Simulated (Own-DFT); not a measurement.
# Which defects push the lattice out? zincblende GaAs

Everything here is calculated. The program is Own-DFT (plane waves, in-house, since retired, never reviewed by a person); positions were held fixed, and spin and spin-orbit coupling were off.

Method: PBE; PseudoDojo norm-conserving scalar-relativistic files; cutoff 42 hartree; 3 x 3 x 3 k mesh centred on Gamma; Fermi-Dirac smearing of 0.1 eV.

Known weak points (not all hold for every row): not probed for a lower state with spin; forces on such cells failed a check on a denser k mesh; forces not confirmed at this smearing and k mesh; forces on such cells passed a denser k mesh, each cell not checked; stress not checked against mesh or cutoff.

All runs share one cell, with vectors in Å (11.307, 0.000, 0.000); (0.000, 11.307, 0.000); (0.000, 0.000, 11.307) and a volume of 1445.4 Å³. u is the rms random offset of the atoms per axis. The defect's site can differ from row to row.

```
cell,formula,u (Å),P (GPa)
no defect,As32Ga32,0.0202,3.51
no defect,As32Ga32,0.0508,3.92
no defect,As32Ga32,0.0516,4.03
two As vacancies,As30Ga32,0.0334,3.21
two As vacancies,As30Ga32,0.0476,3.44
two As vacancies,As30Ga32,0.0505,3.73
one In on a Ga site,As32Ga31In,0.0306,4.26
one In on a Ga site,As32Ga31In,0.0495,4.68
one In on a Ga site,As32Ga31In,0.0556,4.71
one As on a Ga site and one Ga on an As site,As32Ga32,0.0301,3.89
one As on a Ga site and one Ga on an As site,As32Ga32,0.0321,4.01
one As on a Ga site and one Ga on an As site,As32Ga32,0.0498,?
one As on a Ga site and one Ga on an As site,As32Ga32,0.0534,4.25
two Ga vacancies,As32Ga30,0.0281,2.93
two Ga vacancies,As32Ga30,0.0288,2.95
two Ga vacancies,As32Ga30,0.0314,2.97
```

## Working it out

P = P0 + c u² + a shift for each defect gives P0 = 3.42 GPa, c = 213 ± 26 GPa/Å² and a scatter of 0.08 GPa. The shifts, and each times the cell's volume:

- one In on a Ga site: 0.67 ± 0.06 GPa, 6.1 eV
- one As on a Ga site and one Ga on an As site: 0.29 ± 0.06 GPa, 2.6 eV
- two As vacancies: -0.38 ± 0.06 GPa, -3.4 eV (-1.7 eV for each of its 2 sites)
- two Ga vacancies: -0.65 ± 0.07 GPa, -5.9 eV (-2.9 eV for each of its 2 sites)

Positive is outwards. The product with the volume (160.2 GPa Å³ to the eV) is nearly free of the cell's size; divided by the bulk modulus at the cell's pressure it gives the volume that the defect adds. The atoms around the defects weren't relaxed, which would change these numbers.

## Prediction

Q: what pressure belongs in the blank (one As on a Ga site and one Ga on an As site, u = 0.0498 Å)?

The fit gives 4.24 ± 0.09 GPa. The calculation gave 4.26 GPa.
